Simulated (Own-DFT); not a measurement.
# Strain and stress in zincblende GaAs, 64 atoms (As32Ga32)

All numbers below are calculated, not measured. They come from Own-DFT, an in-house plane-wave density functional program, since retired, whose code no person has reviewed. Each row is one single-point run on a periodic cell that was not relaxed, without spin or spin-orbit coupling.

Settings of every run: PBE; PseudoDojo norm-conserving scalar-relativistic files; cutoff 42 hartree; 3 x 3 x 3 k mesh centred on Gamma; Fermi-Dirac smearing of 0.1 eV.

Known limits: forces not confirmed at this smearing and k mesh; stress not checked against mesh or cutoff.

Unstrained cell vectors in Å: (11.307, 0.000, 0.000); (0.000, 11.307, 0.000); (0.000, 0.000, 11.307). The unstrained cell has measured lattice constants (interpolated for alloys), not those of this functional. That, the random moves and any unrelaxed bonds set the pressure at no strain. Each run strains this cell uniformly, with the atoms carried along. Every atom was also moved at random, by a Gaussian of width 0.05 Å on each axis. Strain is the symmetric tensor, in per cent. Stress is positive in tension, and the pressure is minus a third of its trace.

| run | e_xx (%) | e_yy (%) | e_zz (%) | e_yz (%) | e_xz (%) | e_xy (%) | s_xx (GPa) | s_yy (GPa) | s_zz (GPa) | s_yz (GPa) | s_xz (GPa) | s_xy (GPa) | P (GPa) | E (meV/atom) |
|---|---|---|---|---|---|---|---|---|---|---|---|---|---|---|
| 1 | 1.16 | 0.70 | -0.87 | 0.79 | -1.55 | 0.54 | -2.95 | -3.27 | -4.06 | 1.49 | -2.64 | 1.07 | 3.43 | 12.4 |
| 2 | 0.86 | 1.89 | 0.23 | -1.99 | -0.65 | 0.59 | -1.93 | -1.41 | -2.45 | -2.45 | -0.87 | 0.73 | 1.93 | 0.0 |
| 3 | 0.49 | -1.65 | 0.77 | -0.41 | -1.84 | 1.60 | -4.18 | -5.25 | -3.97 | -0.35 | -2.68 | 2.60 | 4.47 | 17.1 |
| 4 | -0.19 | 0.27 | -0.96 | 0.50 | 1.58 | 1.37 | -4.86 | -4.52 | -5.33 | 0.90 | 2.76 | 1.55 | 4.90 | 24.2 |
| 5 | -1.29 | 1.52 | 1.06 | 0.65 | -1.08 | 0.32 | -4.01 | -2.46 | -2.79 | 0.57 | -2.30 | 0.61 | 3.09 | 5.3 |
| 6 | -1.60 | 1.14 | 0.49 | -1.79 | 0.31 | 1.63 | -5.06 | -3.55 | -3.97 | -2.93 | 0.79 | 2.57 | 4.19 | 17.4 |
| 7 | -0.86 | 1.10 | -1.89 | 0.71 | -1.89 | 0.99 | -5.80 | -4.48 | -6.25 | 1.30 | -2.99 | 1.80 | 5.51 | 27.3 |
| 8 | 0.84 | -0.81 | 0.39 | 0.69 | -1.99 | -0.37 | -3.50 | -4.32 | -3.73 | 1.16 | -3.13 | -0.25 | 3.85 | 14.7 |
| 9 | -1.38 | -0.35 | -1.69 | 0.60 | 1.56 | 1.64 | -7.38 | -6.70 | -7.36 | 0.36 | 3.21 | 3.46 | 7.15 | 45.0 |
| 10 | -1.73 | 1.54 | -0.89 | 1.84 | 0.04 | -1.97 | -5.94 | -4.12 | -5.46 | 2.70 | 0.62 | -3.80 | 5.17 | 32.9 |
| 11 | 1.53 | 1.60 | -1.10 | -0.37 | -0.46 | -0.04 | -2.23 | -1.99 | -3.55 | -0.62 | -0.26 | -0.18 | 2.59 | 7.8 |
| 12 | -0.06 | -0.91 | -1.86 | 1.27 | 0.41 | 1.52 | -5.97 | -6.57 | -7.07 | 2.02 | 1.11 | 2.70 | 6.54 | 39.2 |
| 13 | -0.66 | -0.69 | 1.96 | 1.41 | -0.20 | -1.49 | -4.19 | -4.23 | -2.65 | 2.24 | -0.04 | -2.07 | 3.69 | 13.5 |
| 14 | 1.81 | -0.95 | -1.25 | 1.19 | -0.66 | -1.44 | -3.31 | -4.91 | -5.01 | 2.03 | -1.31 | -2.02 | 4.41 | 17.0 |
| 15 | 0.49 | 1.66 | 0.40 | -1.31 | 1.54 | -1.31 | ? | ? | ? | ? | ? | ? | ? | ? |

E is the free energy for each atom above the lowest run shown.

## Worked fit

Each stress component was fitted by least squares to a constant and the strains of the runs shown, as fractions, with shears doubled. Shear strains stay in the fit of a normal stress only where such slopes are resolved. The slopes, in GPa:

```
stress,at no strain,per e_xx,per e_yy,per e_zz,scatter
s_xx,-4.2,120 ± 2,61 ± 2,66 ± 2,0.10
s_yy,-4.2,64 ± 3,117 ± 3,64 ± 2,0.11
s_zz,-4.2,63 ± 2,59 ± 2,119 ± 2,0.09
```

Each shear stress against twice its own strain: yz 73 ± 7, xz 85 ± 5, xy 82 ± 8 GPa. These are stiffnesses along x, y and z of the frame in which the cell vectors are given, which need not be the crystal's axes. The atoms are held to the strained lattice; where symmetry lets them move under strain, relaxing them would lower some slopes. The table should be nearly symmetric about its diagonal, and what it lacks of that shows the noise. A ninth of its sum, 81 ± 1 GPa, estimates the bulk modulus near the mean pressure of these runs, 4.4 GPa, so it lies above the value at zero pressure.

## Withheld run

Question: what normal stresses and pressure should run 15 give?

The fit gives s_xx = -2.4, s_yy = -1.7, s_zz = -2.5 and P = 2.2 GPa. The calculation gave -2.39, -1.80, -2.47 and P = 2.22 GPa.
